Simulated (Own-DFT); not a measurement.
# One host, several defects: monoclinic HfO2

The numbers are computed, not measured, by runs of the plane-wave DFT program Own-DFT (in-house, retired, unreviewed) at fixed positions, with no spin and no spin-orbit coupling.

Common settings: PBE; PseudoDojo norm-conserving scalar-relativistic files; cutoff 72 hartree; 2 x 2 x 2 k mesh centred on Gamma; Fermi-Dirac smearing of 0.1 eV.

Keep in mind (not all hold for every row): not probed for a lower state with spin; hafnium file: forces about 75 meV/angstrom off all-electron values; oxygen file: force components 24 meV/angstrom off all-electron in a glass; forces on such cells passed a denser k mesh, each cell not checked; stress not checked against mesh or cutoff.

All runs share one cell, with vectors in Å (10.234, 0.000, 0.000); (0.000, 10.350, 0.000); (-1.696, 0.000, 10.445) and a volume of 1106.4 Å³. u is the rms random offset of the atoms per axis. The defect's site can differ from row to row.

```
                                      cell     formula   u (Å)  P (GPa)
                                 no defect     Hf32O64  0.0197     3.96
                                 no defect     Hf32O64  0.0492     5.16
                                 no defect     Hf32O64  0.0515     6.04
                           two O vacancies     Hf32O62  0.0280     3.52
                           two O vacancies     Hf32O62  0.0294     3.69
                           two O vacancies     Hf32O62  0.0493     4.63
                             one O vacancy     Hf32O63  0.0300     4.14
                             one O vacancy     Hf32O63  0.0311     3.96
                             one O vacancy     Hf32O63  0.0512     5.90
                             one O vacancy     Hf32O63  0.0536        ?
                       one Si on a Hf site   Hf31O64Si  0.0306     2.76
                       one Si on a Hf site   Hf31O64Si  0.0309     3.02
                       one Si on a Hf site   Hf31O64Si  0.0488     3.67
two Al on a Hf site each and one O vacancy  Al2Hf30O63  0.0296     1.61
two Al on a Hf site each and one O vacancy  Al2Hf30O63  0.0307     1.84
two Al on a Hf site each and one O vacancy  Al2Hf30O63  0.0467     2.81
```

## Worked fit

P = P0 + c u² + a shift for each defect gives P0 = 3.61 GPa, c = 795 ± 88 GPa/Å² and a scatter of 0.27 GPa. The shifts, and each times the cell's volume:

- one O vacancy: -0.13 ± 0.22 GPa, -0.9 eV (not resolved)
- two O vacancies: -0.74 ± 0.22 GPa, -5.1 eV (-2.6 eV for each of its 2 sites)
- one Si on a Hf site: -1.59 ± 0.22 GPa, -11.0 eV
- two Al on a Hf site each and one O vacancy: -2.58 ± 0.22 GPa, -17.8 eV

Against the defect-free cell, a freed cell would be larger where the shift is positive and smaller where it is negative (160.2 GPa Å³ is 1 eV). The atoms around the defects weren't relaxed, which would change these numbers.

## The run left out

Question: what pressure belongs in the blank (one O vacancy, u = 0.0536 Å)?

The fit gives 5.76 ± 0.33 GPa. The run itself gave 6.04 GPa.
